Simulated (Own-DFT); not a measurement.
# Which defects push the lattice out? C11b WSi2

Calculated, not measured: single-point runs of Own-DFT, a retired in-house plane-wave DFT program that no person has reviewed, on unrelaxed cells, without spin or spin-orbit coupling.

Method: PBE; PseudoDojo norm-conserving scalar-relativistic files; cutoff 50 hartree; 5 x 5 x 5 k mesh centred on Gamma; cold (Marzari-Vanderbilt) smearing of 0.2 eV.

Caveats: forces on such cells failed a check on a denser k mesh; stress not checked against mesh or cutoff.

All runs share one cell, with vectors in Å (-2.148, -5.953, 3.409); (-6.444, 2.976, 1.136); (-2.553, -2.948, -6.757) and a volume of 403.2 Å³. u is the rms random offset of the atoms per axis. The defect's site can differ from row to row.

| cell | formula | u (Å) | P (GPa) |
|---|---|---|---|
| no defect | Si20W10 | 0.0194 | 4.61 |
| no defect | Si20W10 | 0.0207 | 4.57 |
| no defect | Si20W10 | 0.0426 | 5.71 |
| one W on a Si site | Si19W11 | 0.0270 | 9.82 |
| one W on a Si site | Si19W11 | 0.0304 | 9.74 |
| one W on a Si site | Si19W11 | 0.0506 | 11.14 |
| one W on a Si site | Si19W11 | 0.0516 | ? |
| one Si vacancy | Si19W10 | 0.0344 | 3.62 |
| one Si vacancy | Si19W10 | 0.0405 | 4.11 |
| one Si vacancy | Si19W10 | 0.0463 | 3.85 |
| one Si on a W site | Si21W9 | 0.0324 | 6.15 |
| one Si on a W site | Si21W9 | 0.0500 | 7.28 |
| one Si on a W site | Si21W9 | 0.0584 | 8.15 |

## What the rows give

P = P0 + c u² + a shift for each defect gives P0 = 4.29 GPa, c = 768 ± 77 GPa/Å² and a scatter of 0.20 GPa. The shifts, and each times the cell's volume:

- one W on a Si site: 4.87 ± 0.17 GPa, 12.2 eV
- one Si on a W site: 1.12 ± 0.20 GPa, 2.8 eV
- one Si vacancy: -1.70 ± 0.17 GPa, -4.3 eV

A positive shift means that the defect pushes the cell outwards. Shift times volume (160.2 GPa Å³ is 1 eV) depends little on the cell's size, so, taken for each site, it can be compared between cells at like pressure. The atoms around the defects weren't relaxed, which would change these numbers.

## Withheld run

Q: what pressure belongs in the blank (one W on a Si site, u = 0.0516 Å)?

Estimate: 11.20 ± 0.25 GPa. The calculation gave 10.86 GPa.
